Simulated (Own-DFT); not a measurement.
Simulation results for GaP (zincblende, strongly disordered by large displacements), InAs (zincblende, strongly disordered by large displacements)

All values are calculated (Own-DFT development build). A calculation, not a measurement: plane-wave PBE density functional theory by an unreviewed code, no spin, of a simulated periodic cell, stress positive in tension, free energy of the whole cell less one offset for each atom, forces on such cells passed a denser k mesh, this cell's mesh not checked; broken bonds can close the gap or carry spin, so checks made on this kind of crystal may not hold here; offsets are fitted by least squares, one for each functional and potential file, so energies compare only between cells with the same atoms and settings and are not formation energies; the far tail of each file's local potential was reset to the Coulomb form; each entry is a single point on an unrelaxed cell, so the pressure reflects the starting lattice, mostly measured values (interpolated for alloys), from which strain is counted, and rises with the displacements; printed positions are rounded, which can move forces by about a meV/angstrom; the program, named Own-DFT, is a retired in-house code; no spin-orbit coupling.

Common to all runs: functional PBE; potential files PseudoDojo norm-conserving, scalar-relativistic, standard set; wave cutoff 42 hartree; occupations Fermi-Dirac; smearing width 0.1 eV; k mesh 3 x 3 x 3 centred on Gamma.

(1) 
```cif
# cell vector a (Å): 10.9010 0.0000 0.0000
# cell vector b (Å): 0.0000 10.9010 0.0000
# cell vector c (Å): 0.0000 0.0000 10.9010
data_GaP
_symmetry_space_group_name_H-M 'P 1'
_symmetry_Int_Tables_number 1
_cell_length_a 10.9010
_cell_length_b 10.9010
_cell_length_c 10.9010
_cell_angle_alpha 90.000
_cell_angle_beta 90.000
_cell_angle_gamma 90.000
_cell_volume 1295.39
loop_
_atom_site_label
_atom_site_type_symbol
_atom_site_fract_x
_atom_site_fract_y
_atom_site_fract_z
_atom_site_occupancy
Ga1 Ga 0.98850 0.99820 0.93608 1
Ga2 Ga 0.03661 0.26234 0.24188 1
Ga3 Ga 0.19725 0.98586 0.23938 1
Ga4 Ga 0.26708 0.26093 0.99184 1
P1 P 0.11799 0.13132 0.12876 1
P2 P 0.11579 0.38335 0.37740 1
P3 P 0.39406 0.11770 0.38168 1
P4 P 0.46823 0.35506 0.12924 1
Ga5 Ga 0.98446 0.99818 0.50474 1
Ga6 Ga 0.93306 0.22095 0.72537 1
Ga7 Ga 0.22641 0.99629 0.78627 1
Ga8 Ga 0.22841 0.22182 0.51770 1
P5 P 0.11613 0.06809 0.59772 1
P6 P 0.16419 0.33535 0.87449 1
P7 P 0.38407 0.09109 0.84564 1
P8 P 0.36032 0.36286 0.64511 1
Ga9 Ga 0.99363 0.49943 0.96476 1
Ga10 Ga 0.01959 0.75303 0.22571 1
Ga11 Ga 0.27286 0.49922 0.25351 1
Ga12 Ga 0.26082 0.72781 0.03626 1
P9 P 0.12168 0.59581 0.13254 1
P10 P 0.13108 0.86268 0.34577 1
P11 P 0.38364 0.57431 0.44398 1
P12 P 0.39736 0.84001 0.09616 1
Ga13 Ga 0.03700 0.49294 0.48488 1
Ga14 Ga 0.04956 0.73795 0.79928 1
Ga15 Ga 0.22515 0.46736 0.72479 1
Ga16 Ga 0.23576 0.78732 0.49113 1
P13 P 0.06863 0.60183 0.61953 1
P14 P 0.16846 0.84889 0.86232 1
P15 P 0.37161 0.59530 0.86736 1
P16 P 0.35777 0.87856 0.57865 1
Ga17 Ga 0.51160 0.96597 0.00446 1
Ga18 Ga 0.53013 0.24971 0.26677 1
Ga19 Ga 0.73280 0.98640 0.17394 1
Ga20 Ga 0.77808 0.23978 0.04541 1
P17 P 0.62197 0.10839 0.12163 1
P18 P 0.63169 0.36712 0.41115 1
P19 P 0.90406 0.08130 0.35263 1
P20 P 0.85642 0.37952 0.12701 1
Ga21 Ga 0.47786 0.98734 0.47350 1
Ga22 Ga 0.42377 0.22050 0.73363 1
Ga23 Ga 0.76287 0.07382 0.75629 1
Ga24 Ga 0.74945 0.24562 0.48416 1
P21 P 0.58935 0.15345 0.66339 1
P22 P 0.63585 0.37715 0.87289 1
P23 P 0.88383 0.14412 0.87552 1
P24 P 0.91601 0.44075 0.60186 1
Ga25 Ga 0.53304 0.49755 0.99333 1
Ga26 Ga 0.52692 0.74137 0.25845 1
Ga27 Ga 0.77054 0.55360 0.24684 1
Ga28 Ga 0.76409 0.79579 0.03293 1
P25 P 0.64787 0.65182 0.17253 1
P26 P 0.59540 0.83821 0.38640 1
P27 P 0.90309 0.65532 0.38271 1
P28 P 0.91225 0.85645 0.10530 1
Ga29 Ga 0.56376 0.51163 0.47907 1
Ga30 Ga 0.48160 0.72306 0.73644 1
Ga31 Ga 0.73150 0.47887 0.69727 1
Ga32 Ga 0.73285 0.72666 0.48156 1
P29 P 0.55084 0.62144 0.61562 1
P30 P 0.61908 0.88860 0.87380 1
P31 P 0.91404 0.61784 0.86223 1
P32 P 0.79977 0.89428 0.64742 1
_calc_hardware 'one NVIDIA H100'
_calc_free_energy_of_cell_above_offsets '38.066'  # eV
_calc_pressure 19.93  # GPa
_calc_stress_xx -17.92  # GPa
_calc_stress_yy -21.73  # GPa
_calc_stress_zz -20.14  # GPa
_calc_stress_yz -0.36  # GPa
_calc_stress_xz -2.41  # GPa
_calc_stress_xy 1.57  # GPa
_calc_wall_time 620.3  # s
```

Force:
| element | x (eV/Å) | y (eV/Å) | z (eV/Å) |
| --- | --- | --- | --- |
| Ga | 2.937 | -3.497 | 2.54 |
| Ga | -3.798 | 0.747 | 0.968 |
| Ga | 5.126 | 4.697 | -3.592 |
| Ga | 5.687 | -4.54 | 6.564 |
| P | 1.594 | -0.895 | -4.276 |
| P | 6.37 | -5.816 | -4.811 |
| P | -3.91 | 4.768 | -3.861 |
| P | -4.75 | 2.736 | -3.603 |
| Ga | -5.672 | -5.085 | -1.285 |
| Ga | 4.155 | 5.021 | -8.66 |
| Ga | 1.029 | 5.318 | -5.496 |
| Ga | 1.474 | 1.456 | -0.959 |
| P | 5.116 | 3.399 | 6.095 |
| P | -7.412 | 4.263 | -5.099 |
| P | -0.438 | -4.249 | 7.24 |
| P | 0.137 | 2.434 | -6.151 |
| Ga | 3.943 | -5.945 | 5.055 |
| Ga | 0.251 | -2.545 | 1.386 |
| Ga | 1.179 | -0.478 | 1.137 |
| Ga | -2.193 | -2.796 | -2.63 |
| P | 0.342 | -0.247 | -1.013 |
| P | -3.139 | -3.169 | 4.402 |
| P | -3.638 | 1.431 | -2.648 |
| P | 0.553 | 1.234 | 4.563 |
| Ga | -0.729 | 3.474 | -6.5 |
| Ga | -4.67 | -3.732 | -4.117 |
| Ga | -2.181 | 2.95 | 1.943 |
| Ga | -3.364 | -5.839 | -1.846 |
| P | 3.429 | 5.193 | 6.109 |
| P | 2.009 | -1.024 | 6.771 |
| P | -0.8 | 0.386 | 0.663 |
| P | 3.327 | 1.88 | 7.357 |
| Ga | -1.904 | 3.41 | 0.52 |
| Ga | 0.494 | -3.01 | 3.677 |
| Ga | 6.847 | -6.335 | 5.167 |
| Ga | -3.542 | -3.584 | -3.773 |
| P | -5.216 | 6.5 | -2.377 |
| P | 1.366 | -3.124 | -5.508 |
| P | -2.927 | 3.013 | -2.709 |
| P | 4.344 | 4.924 | 3.167 |
| Ga | 4.405 | -2.029 | 2.402 |
| Ga | 2.067 | 2.379 | -0.479 |
| Ga | -5.761 | -3.762 | -3.525 |
| Ga | 3.846 | -4.28 | 2.828 |
| P | 3.852 | -1.551 | -2.952 |
| P | 1.532 | -1.615 | -1.309 |
| P | -1.101 | 1.247 | 9.397 |
| P | -5.703 | -4.09 | 6.542 |
| Ga | -0.289 | 1.951 | 0.357 |
| Ga | -10.17 | 0.254 | -1.568 |
| Ga | 5.938 | -5.802 | 3.76 |
| Ga | -7.301 | -4.053 | -4.611 |
| P | -0.148 | -0.792 | -10.16 |
| P | 3.285 | 6.4 | 4.185 |
| P | 0.07 | -1.084 | -0.384 |
| P | 4.081 | 5.623 | 0.331 |
| Ga | -1.573 | 0.71 | -2.559 |
| Ga | -3.646 | 6.525 | 6.569 |
| Ga | -0.795 | 0.653 | 1.647 |
| Ga | 0.457 | 0.871 | 2.181 |
| P | 5.835 | -1.199 | -0.155 |
| P | 3.958 | -2.601 | -3.131 |
| P | -6.523 | 3.559 | -2.926 |
| P | 2.255 | -0.637 | -0.849 |

(2) 
```cif
# cell vector a (Å): 12.1166 0.0000 0.0000
# cell vector b (Å): 0.0000 12.1166 0.0000
# cell vector c (Å): 0.0000 0.0000 12.1166
data_InAs
_symmetry_space_group_name_H-M 'P 1'
_symmetry_Int_Tables_number 1
_cell_length_a 12.1166
_cell_length_b 12.1166
_cell_length_c 12.1166
_cell_angle_alpha 90.000
_cell_angle_beta 90.000
_cell_angle_gamma 90.000
_cell_volume 1778.86
loop_
_atom_site_label
_atom_site_type_symbol
_atom_site_fract_x
_atom_site_fract_y
_atom_site_fract_z
_atom_site_occupancy
In1 In 0.00045 0.00331 0.00820 1
In2 In 0.00409 0.23790 0.22971 1
In3 In 0.26014 0.02082 0.27251 1
In4 In 0.23120 0.24795 0.98324 1
As1 As 0.12497 0.12167 0.11839 1
As2 As 0.12858 0.36128 0.36946 1
As3 As 0.37985 0.11541 0.38482 1
As4 As 0.40153 0.34470 0.13382 1
In5 In 0.99398 0.98029 0.49398 1
In6 In 0.02917 0.24036 0.75900 1
In7 In 0.25520 0.97909 0.71918 1
In8 In 0.24772 0.26408 0.49156 1
As5 As 0.15368 0.09467 0.63684 1
As6 As 0.08566 0.36781 0.88716 1
As7 As 0.40760 0.10311 0.90109 1
As8 As 0.37685 0.35778 0.63488 1
In9 In 0.00792 0.48585 0.98948 1
In10 In 0.99607 0.73814 0.22934 1
In11 In 0.23876 0.48610 0.22820 1
In12 In 0.27229 0.77246 0.99251 1
As9 As 0.13382 0.62502 0.09112 1
As10 As 0.13415 0.88324 0.35071 1
As11 As 0.37262 0.59995 0.41362 1
As12 As 0.34638 0.84707 0.13141 1
In13 In 0.98738 0.49075 0.49293 1
In14 In 0.00978 0.77337 0.72543 1
In15 In 0.22264 0.47031 0.74942 1
In16 In 0.27956 0.76287 0.49481 1
As13 As 0.10267 0.61652 0.60211 1
As14 As 0.12707 0.87320 0.86921 1
As15 As 0.38179 0.62669 0.85504 1
As16 As 0.39651 0.85870 0.61606 1
In17 In 0.51821 0.96856 0.99850 1
In18 In 0.48552 0.27799 0.28222 1
In19 In 0.74423 0.97098 0.23973 1
In20 In 0.73761 0.22175 0.00204 1
As17 As 0.61561 0.14488 0.13134 1
As18 As 0.61422 0.38156 0.35937 1
As19 As 0.88226 0.12502 0.38337 1
As20 As 0.86358 0.34990 0.10179 1
In21 In 0.50204 0.00319 0.47218 1
In22 In 0.50467 0.22935 0.73489 1
In23 In 0.74821 0.00263 0.75866 1
In24 In 0.74457 0.24206 0.51726 1
As21 As 0.62688 0.14841 0.61280 1
As22 As 0.61379 0.37982 0.89944 1
As23 As 0.86211 0.10618 0.85894 1
As24 As 0.86438 0.33901 0.61144 1
In25 In 0.50140 0.51779 0.98472 1
In26 In 0.47137 0.76051 0.23685 1
In27 In 0.74028 0.52387 0.25382 1
In28 In 0.73802 0.73630 0.97999 1
As25 As 0.65976 0.61927 0.08126 1
As26 As 0.62905 0.87099 0.36757 1
As27 As 0.85826 0.62114 0.39696 1
As28 As 0.89481 0.85520 0.14881 1
In29 In 0.50425 0.50489 0.47371 1
In30 In 0.49308 0.73496 0.75501 1
In31 In 0.73315 0.50362 0.73826 1
In32 In 0.74975 0.73840 0.51065 1
As29 As 0.61003 0.63943 0.61023 1
As30 As 0.65829 0.87667 0.88464 1
As31 As 0.86537 0.62892 0.93090 1
As32 As 0.88323 0.89141 0.62990 1
_calc_hardware 'one NVIDIA H200'
_calc_free_energy_of_cell_above_offsets '8.129'  # eV
_calc_pressure 10.83  # GPa
_calc_stress_xx -11.73  # GPa
_calc_stress_yy -11.04  # GPa
_calc_stress_zz -9.73  # GPa
_calc_stress_yz 0.72  # GPa
_calc_stress_xz -1.72  # GPa
_calc_stress_xy 1.53  # GPa
_calc_wall_time 1112  # s
```

Force:
| element | x (eV/Å) | y (eV/Å) | z (eV/Å) |
| --- | --- | --- | --- |
| In | -1.099 | -1.443 | -0.937 |
| In | -1.656 | 0.969 | 1.382 |
| In | -1.78 | -1.115 | -3.513 |
| In | 2.324 | -0.717 | 0.829 |
| As | 1.969 | -0.59 | 0.279 |
| As | -2.06 | 1.383 | -1.525 |
| As | -0.549 | 4.598 | 0.029 |
| As | -4.027 | 3.2 | -5.383 |
| In | 1.924 | 1.605 | -1.501 |
| In | -2.371 | -3.449 | -3.313 |
| In | 5.195 | -4.637 | 5.287 |
| In | 1.052 | -1.926 | 2.023 |
| As | -5.669 | 6.699 | -4.827 |
| As | 5.191 | -2.872 | -3.165 |
| As | -2.314 | 1.603 | -2.379 |
| As | -0.392 | 1.34 | -0.658 |
| In | -4.628 | 5.198 | 5.516 |
| In | 4.995 | -5.631 | 4.229 |
| In | 1.2 | 0.092 | 0.268 |
| In | -3.698 | -4.22 | -7.169 |
| As | 0.023 | -0.238 | 1.085 |
| As | -0.757 | -1.987 | 1.604 |
| As | -6.873 | 4.388 | -5.445 |
| As | 1.288 | 6.98 | 4.131 |
| In | -0.351 | -2.195 | -0.042 |
| In | 0.689 | -2.495 | 1.426 |
| In | 0.481 | 1.122 | -0.89 |
| In | -3.165 | -0.929 | -1.614 |
| As | 1.98 | 1.085 | 1.495 |
| As | 0.317 | 0.542 | 0.347 |
| As | -4.345 | -2.543 | 2.581 |
| As | 1.457 | 2.32 | 1.154 |
| In | -0.325 | 0.34 | 2.515 |
| In | -1.153 | -5.352 | 1.041 |
| In | 1.017 | 2.782 | -0.731 |
| In | 1.047 | 0.707 | -2.441 |
| As | -1.535 | -2.983 | 2.185 |
| As | 5.379 | 1.648 | 2.584 |
| As | -0.705 | -0.245 | -0.853 |
| As | 1.16 | 1.807 | 1.714 |
| In | 2.909 | -2.133 | 2.974 |
| In | -1.684 | 1.235 | 4.014 |
| In | -2.457 | -1.209 | -4.373 |
| In | 0.903 | 0.487 | -7.614 |
| As | -2.823 | -6.737 | 1.643 |
| As | 1.352 | -2.063 | -2.804 |
| As | 4.086 | 3.696 | 3.488 |
| As | 4.88 | 4.764 | 4.064 |
| In | -1.137 | -0.059 | 1.766 |
| In | 4.102 | -3.374 | 3.169 |
| In | 0.223 | -1.151 | -1.068 |
| In | 0.218 | 8.768 | -0.307 |
| As | -5.262 | -5.177 | 6.584 |
| As | -1.223 | -1.708 | 0.895 |
| As | 1.887 | -0.337 | -2.606 |
| As | -5.059 | 5.832 | -5.149 |
| In | 5.375 | -4.08 | 4.413 |
| In | 3.364 | 3.079 | -1.578 |
| In | 0.496 | -0.653 | 0.904 |
| In | 0.158 | 3.234 | 0.509 |
| As | -0.227 | -1.732 | 1.152 |
| As | -2.782 | 0.545 | -2.212 |
| As | 6.646 | -5.203 | -5.046 |
| As | -3.181 | -0.865 | -0.138 |

(3) 
```cif
# cell vector a (Å): 10.9010 0.0000 0.0000
# cell vector b (Å): 0.0000 10.9010 0.0000
# cell vector c (Å): 0.0000 0.0000 10.9010
data_GaP
_symmetry_space_group_name_H-M 'P 1'
_symmetry_Int_Tables_number 1
_cell_length_a 10.9010
_cell_length_b 10.9010
_cell_length_c 10.9010
_cell_angle_alpha 90.000
_cell_angle_beta 90.000
_cell_angle_gamma 90.000
_cell_volume 1295.39
loop_
_atom_site_label
_atom_site_type_symbol
_atom_site_fract_x
_atom_site_fract_y
_atom_site_fract_z
_atom_site_occupancy
Ga1 Ga 0.03225 0.99641 0.98884 1
Ga2 Ga 0.97870 0.26334 0.24573 1
Ga3 Ga 0.25124 0.99671 0.24777 1
Ga4 Ga 0.26333 0.23865 0.97285 1
P1 P 0.12940 0.15494 0.09518 1
P2 P 0.05193 0.37429 0.35838 1
P3 P 0.35000 0.09059 0.36526 1
P4 P 0.34206 0.36680 0.12297 1
Ga5 Ga 0.02906 0.05828 0.48738 1
Ga6 Ga 0.94717 0.20138 0.72448 1
Ga7 Ga 0.28796 0.02133 0.72032 1
Ga8 Ga 0.18896 0.24406 0.47751 1
P5 P 0.08985 0.13768 0.64888 1
P6 P 0.13107 0.37679 0.88281 1
P7 P 0.39437 0.07849 0.84589 1
P8 P 0.37524 0.40668 0.60749 1
Ga9 Ga 0.99455 0.48545 0.02714 1
Ga10 Ga 0.98688 0.78471 0.26775 1
Ga11 Ga 0.22811 0.46562 0.20877 1
Ga12 Ga 0.20722 0.76403 0.01208 1
P9 P 0.14754 0.60069 0.13379 1
P10 P 0.10707 0.87431 0.36109 1
P11 P 0.39177 0.66270 0.35908 1
P12 P 0.33010 0.87167 0.12407 1
Ga13 Ga 0.02560 0.51807 0.49872 1
Ga14 Ga 0.97940 0.74519 0.70000 1
Ga15 Ga 0.28370 0.46837 0.74229 1
Ga16 Ga 0.29930 0.69851 0.56671 1
P13 P 0.15367 0.57554 0.64744 1
P14 P 0.13510 0.89510 0.80015 1
P15 P 0.39843 0.64459 0.86844 1
P16 P 0.36859 0.87131 0.64087 1
Ga17 Ga 0.48653 0.91006 0.99997 1
Ga18 Ga 0.49690 0.24745 0.18751 1
Ga19 Ga 0.74283 0.00270 0.21688 1
Ga20 Ga 0.72355 0.22379 0.98826 1
P17 P 0.57115 0.13021 0.07209 1
P18 P 0.63656 0.38759 0.32135 1
P19 P 0.87486 0.13376 0.34926 1
P20 P 0.86758 0.33757 0.10275 1
Ga21 Ga 0.51500 0.00977 0.49360 1
Ga22 Ga 0.50748 0.26555 0.76516 1
Ga23 Ga 0.74391 0.95915 0.74804 1
Ga24 Ga 0.74439 0.25045 0.53179 1
P21 P 0.57854 0.14199 0.58762 1
P22 P 0.63792 0.34124 0.87996 1
P23 P 0.85836 0.15201 0.90440 1
P24 P 0.90750 0.35473 0.65189 1
Ga25 Ga 0.45992 0.47393 0.00642 1
Ga26 Ga 0.50627 0.73766 0.25031 1
Ga27 Ga 0.78643 0.45158 0.25971 1
Ga28 Ga 0.74587 0.79440 0.99828 1
P25 P 0.68712 0.64811 0.12347 1
P26 P 0.63877 0.91869 0.38761 1
P27 P 0.92078 0.65454 0.39329 1
P28 P 0.92472 0.84396 0.11614 1
Ga29 Ga 0.54039 0.53885 0.47862 1
Ga30 Ga 0.49644 0.75235 0.77284 1
Ga31 Ga 0.73277 0.48941 0.75287 1
Ga32 Ga 0.79031 0.77495 0.43558 1
P29 P 0.65441 0.58407 0.62934 1
P30 P 0.60341 0.92751 0.87193 1
P31 P 0.87740 0.60372 0.83402 1
P32 P 0.83495 0.85485 0.60651 1
_calc_hardware 'one NVIDIA H100'
_calc_free_energy_of_cell_above_offsets '30.959'  # eV
_calc_pressure 17.31  # GPa
_calc_stress_xx -17.48  # GPa
_calc_stress_yy -15.86  # GPa
_calc_stress_zz -18.59  # GPa
_calc_stress_yz -1.09  # GPa
_calc_stress_xz 1.12  # GPa
_calc_stress_xy -0.15  # GPa
_calc_wall_time 602  # s
```

Force:
| element | x (eV/Å) | y (eV/Å) | z (eV/Å) |
| --- | --- | --- | --- |
| Ga | -0.448 | 0.145 | -0.73 |
| Ga | -0.793 | -5.738 | -5.565 |
| Ga | -5.417 | -0.857 | -2.531 |
| Ga | 0.392 | -0.583 | -1.928 |
| P | -0.705 | -2.06 | 2.553 |
| P | 6.189 | 4.899 | 4.243 |
| P | 3.515 | 5.018 | 4.139 |
| P | 5.158 | -5.461 | -2.535 |
| Ga | -2.169 | -3.579 | -4.017 |
| Ga | -4.7 | -3.084 | 7.698 |
| Ga | -7.401 | 0.444 | -4.035 |
| Ga | 1.831 | 0.702 | 0.04 |
| P | 9.772 | -2.81 | -1.346 |
| P | 0.397 | -0.064 | -1.276 |
| P | 4.666 | 5.324 | 6.674 |
| P | 4.937 | -4.603 | -6.425 |
| Ga | 0.474 | 0.926 | -2.115 |
| Ga | -0.222 | -4.639 | 0.941 |
| Ga | -2.24 | -0.783 | 8.545 |
| Ga | -0.595 | -1.045 | -3 |
| P | -5.397 | 6.645 | -3.212 |
| P | 6.05 | 4.65 | 5.012 |
| P | -5.379 | -4.866 | 6.025 |
| P | 2.886 | -1.58 | -0.125 |
| Ga | -0.096 | -0.933 | 1.629 |
| Ga | 1.72 | -0.845 | 1.393 |
| Ga | -3.177 | 1.441 | 8.972 |
| Ga | -0.527 | -0.291 | -2.318 |
| P | -3.022 | 3.453 | -1.32 |
| P | -2.019 | -1.304 | 2.777 |
| P | -5.706 | -6.071 | 5.553 |
| P | 3.608 | -1.9 | -2.642 |
| Ga | -5.405 | 0.62 | 5.802 |
| Ga | -1.644 | 3.093 | 5.714 |
| Ga | 0.309 | 0.403 | -0.026 |
| Ga | -2.49 | 0.376 | 6.087 |
| P | 1.653 | -5.863 | -1.619 |
| P | -7.686 | -3.026 | 4.541 |
| P | -1.786 | -1.724 | 2.078 |
| P | -1.077 | 1.628 | -1.259 |
| Ga | -6.388 | -4.565 | -1.924 |
| Ga | -3.205 | -2.296 | -3.45 |
| Ga | 1.836 | 2.791 | -1.064 |
| Ga | 1.125 | 0.436 | -1.771 |
| P | 3.539 | 6.254 | 6.173 |
| P | -1.928 | 6.985 | -1.247 |
| P | 7.39 | -6.449 | -4.424 |
| P | -3.735 | 8.442 | -4.529 |
| Ga | 2.806 | 2.51 | -2.235 |
| Ga | 6.202 | 3.853 | -5.21 |
| Ga | 6.037 | 4.473 | -2.83 |
| Ga | 1.006 | -0.127 | -1.368 |
| P | -2.467 | -1.277 | 1.47 |
| P | 2.339 | -3.697 | -4.123 |
| P | 0.343 | -5.424 | -1.115 |
| P | -3.859 | 3.974 | -8.108 |
| Ga | -1.834 | -1.415 | -2.319 |
| Ga | 5.426 | 4.567 | -4.853 |
| Ga | 3.346 | -5.336 | 4.862 |
| Ga | -5.207 | 2.36 | 0.276 |
| P | -3.014 | 6.353 | -4.391 |
| P | 3.807 | -1.314 | -3.868 |
| P | 1.367 | 1.325 | 2.666 |
| P | 1.61 | 1.52 | 0.991 |

(4) 
```cif
# cell vector a (Å): 10.9010 0.0000 0.0000
# cell vector b (Å): 0.0000 10.9010 0.0000
# cell vector c (Å): 0.0000 0.0000 10.9010
data_GaP
_symmetry_space_group_name_H-M 'P 1'
_symmetry_Int_Tables_number 1
_cell_length_a 10.9010
_cell_length_b 10.9010
_cell_length_c 10.9010
_cell_angle_alpha 90.000
_cell_angle_beta 90.000
_cell_angle_gamma 90.000
_cell_volume 1295.39
loop_
_atom_site_label
_atom_site_type_symbol
_atom_site_fract_x
_atom_site_fract_y
_atom_site_fract_z
_atom_site_occupancy
Ga1 Ga 0.02420 0.97053 0.00112 1
Ga2 Ga 0.97794 0.24942 0.26009 1
Ga3 Ga 0.25753 0.01688 0.25544 1
Ga4 Ga 0.26507 0.25296 0.00170 1
P1 P 0.12798 0.14005 0.13327 1
P2 P 0.13746 0.36324 0.38169 1
P3 P 0.37090 0.10870 0.41028 1
P4 P 0.33914 0.37455 0.12469 1
Ga5 Ga 0.00457 0.98395 0.49408 1
Ga6 Ga 0.00747 0.28481 0.76277 1
Ga7 Ga 0.24164 0.01759 0.74146 1
Ga8 Ga 0.26789 0.25718 0.51509 1
P5 P 0.12310 0.12303 0.63774 1
P6 P 0.12911 0.38287 0.86772 1
P7 P 0.36917 0.14702 0.88526 1
P8 P 0.37002 0.36285 0.64844 1
Ga9 Ga 0.98785 0.52368 0.99695 1
Ga10 Ga 0.97794 0.74409 0.22548 1
Ga11 Ga 0.24168 0.49625 0.28325 1
Ga12 Ga 0.28078 0.75391 0.02592 1
P9 P 0.13595 0.61391 0.13028 1
P10 P 0.13089 0.90387 0.36496 1
P11 P 0.38167 0.66059 0.37430 1
P12 P 0.35831 0.87796 0.14247 1
Ga13 Ga 0.00187 0.48199 0.49415 1
Ga14 Ga 0.02060 0.76093 0.72755 1
Ga15 Ga 0.23402 0.50112 0.74900 1
Ga16 Ga 0.22203 0.76301 0.51395 1
P13 P 0.07810 0.63206 0.63021 1
P14 P 0.12715 0.86483 0.86203 1
P15 P 0.38937 0.63911 0.85756 1
P16 P 0.36569 0.86409 0.62461 1
Ga17 Ga 0.51239 0.98811 0.99503 1
Ga18 Ga 0.49632 0.24293 0.24786 1
Ga19 Ga 0.79166 0.01876 0.23849 1
Ga20 Ga 0.74512 0.26677 0.99125 1
P17 P 0.63080 0.14546 0.14026 1
P18 P 0.60964 0.38039 0.37876 1
P19 P 0.88164 0.11799 0.38458 1
P20 P 0.89246 0.37454 0.14375 1
Ga21 Ga 0.50265 0.02645 0.48520 1
Ga22 Ga 0.50638 0.25660 0.75410 1
Ga23 Ga 0.71869 0.05716 0.76040 1
Ga24 Ga 0.75662 0.24930 0.49527 1
P21 P 0.63163 0.12943 0.61776 1
P22 P 0.63607 0.35579 0.89339 1
P23 P 0.85298 0.10037 0.87993 1
P24 P 0.86465 0.38354 0.63969 1
Ga25 Ga 0.47048 0.51319 0.00730 1
Ga26 Ga 0.47297 0.79685 0.26130 1
Ga27 Ga 0.73769 0.53868 0.26548 1
Ga28 Ga 0.73089 0.75202 0.01559 1
P25 P 0.61913 0.63313 0.12976 1
P26 P 0.61373 0.86898 0.37984 1
P27 P 0.86947 0.62089 0.38097 1
P28 P 0.88347 0.88789 0.08836 1
Ga29 Ga 0.48083 0.48337 0.46801 1
Ga30 Ga 0.52426 0.75298 0.73393 1
Ga31 Ga 0.75337 0.46116 0.74030 1
Ga32 Ga 0.76148 0.78507 0.51981 1
P29 P 0.60384 0.61845 0.62351 1
P30 P 0.59720 0.85909 0.92053 1
P31 P 0.88499 0.61648 0.89054 1
P32 P 0.89954 0.89292 0.61921 1
_calc_hardware 'one NVIDIA H100'
_calc_free_energy_of_cell_above_offsets '0.065'  # eV
_calc_pressure 10.97  # GPa
_calc_stress_xx -11.58  # GPa
_calc_stress_yy -9.9  # GPa
_calc_stress_zz -11.43  # GPa
_calc_stress_yz -0.78  # GPa
_calc_stress_xz -1.62  # GPa
_calc_stress_xy 3.81  # GPa
_calc_wall_time 542.4  # s
```

Force:
| element | x (eV/Å) | y (eV/Å) | z (eV/Å) |
| --- | --- | --- | --- |
| Ga | 2.808 | 3.695 | -1.763 |
| Ga | 2.863 | -1.178 | 0.698 |
| Ga | -0.449 | 1.193 | -0.291 |
| Ga | -4.401 | -0.221 | -0.385 |
| P | -0.361 | -1.029 | -0.828 |
| P | -1.695 | -1.58 | 1.403 |
| P | -5.775 | 5.43 | -5.603 |
| P | 3.472 | 2.729 | 3.274 |
| Ga | 2.085 | 3.21 | -0.827 |
| Ga | -2.236 | -4.021 | -2.191 |
| Ga | 2.725 | -2.553 | 2.404 |
| Ga | -1.992 | -1.624 | -0.007 |
| P | -2.667 | 2.949 | -2.604 |
| P | 0.802 | 0.859 | 4.439 |
| P | 2.724 | -4.123 | -2.631 |
| P | 0.559 | 2.99 | -1.182 |
| Ga | 5.491 | -5.183 | 5.226 |
| Ga | 1.334 | 0.036 | 0.731 |
| Ga | 1.512 | 2.732 | -2.041 |
| Ga | -3.008 | -3.564 | -3.856 |
| P | -0.451 | 0.903 | -0.019 |
| P | -0.804 | -3.305 | -0.316 |
| P | -2.532 | -3.614 | 1.81 |
| P | 0.214 | 5.368 | -1.758 |
| Ga | -0.874 | 0.792 | 0.182 |
| Ga | -4.67 | 5.563 | 5.851 |
| Ga | 1.249 | 2.178 | -0.923 |
| Ga | 0.201 | -0.623 | -1.239 |
| P | 5.626 | -7.822 | -5.82 |
| P | 2.667 | 0.643 | 1.214 |
| P | -1.701 | -0.561 | 0.996 |
| P | 1.155 | 2.011 | 0.861 |
| Ga | -5.34 | 8.496 | 4.958 |
| Ga | -1.875 | 1.188 | 1.22 |
| Ga | -2.78 | -1.339 | -1.411 |
| Ga | 6.903 | -5.811 | 6.564 |
| P | 1.277 | -2.378 | -1.839 |
| P | 3.543 | -2.248 | -2.324 |
| P | 0.375 | 0.872 | 1.498 |
| P | -2.951 | 2.857 | -2.772 |
| Ga | 6.45 | -6.199 | 4.128 |
| Ga | 0.635 | -0.899 | 0.929 |
| Ga | 0.61 | -4.127 | 1.64 |
| Ga | -0.354 | 1.07 | 0.131 |
| P | -3.412 | 1.977 | -3.135 |
| P | -6.834 | 6.635 | -5.945 |
| P | 3.944 | 2.518 | 2.98 |
| P | 7.509 | -5.688 | -7.885 |
| Ga | 1.063 | -0.732 | 0.115 |
| Ga | 3.548 | -2.998 | 0.692 |
| Ga | -0.981 | -3.101 | -1.121 |
| Ga | 3.17 | -0.964 | -0.74 |
| P | -2.386 | -0.277 | 0.863 |
| P | 2.636 | 2.463 | 0.77 |
| P | 1.743 | 2.126 | 1.519 |
| P | -3.927 | -2.444 | 4.013 |
| Ga | -2.6 | 3.282 | 3.492 |
| Ga | -1.91 | 2.157 | 1.859 |
| Ga | -7.947 | 7.201 | 7.333 |
| Ga | -1.585 | -2.696 | -1.011 |
| P | 3.329 | -2.256 | -1.748 |
| P | 3.51 | -5.274 | -7.386 |
| P | -6.05 | 4.985 | -5.868 |
| P | -3.185 | -0.676 | 3.675 |
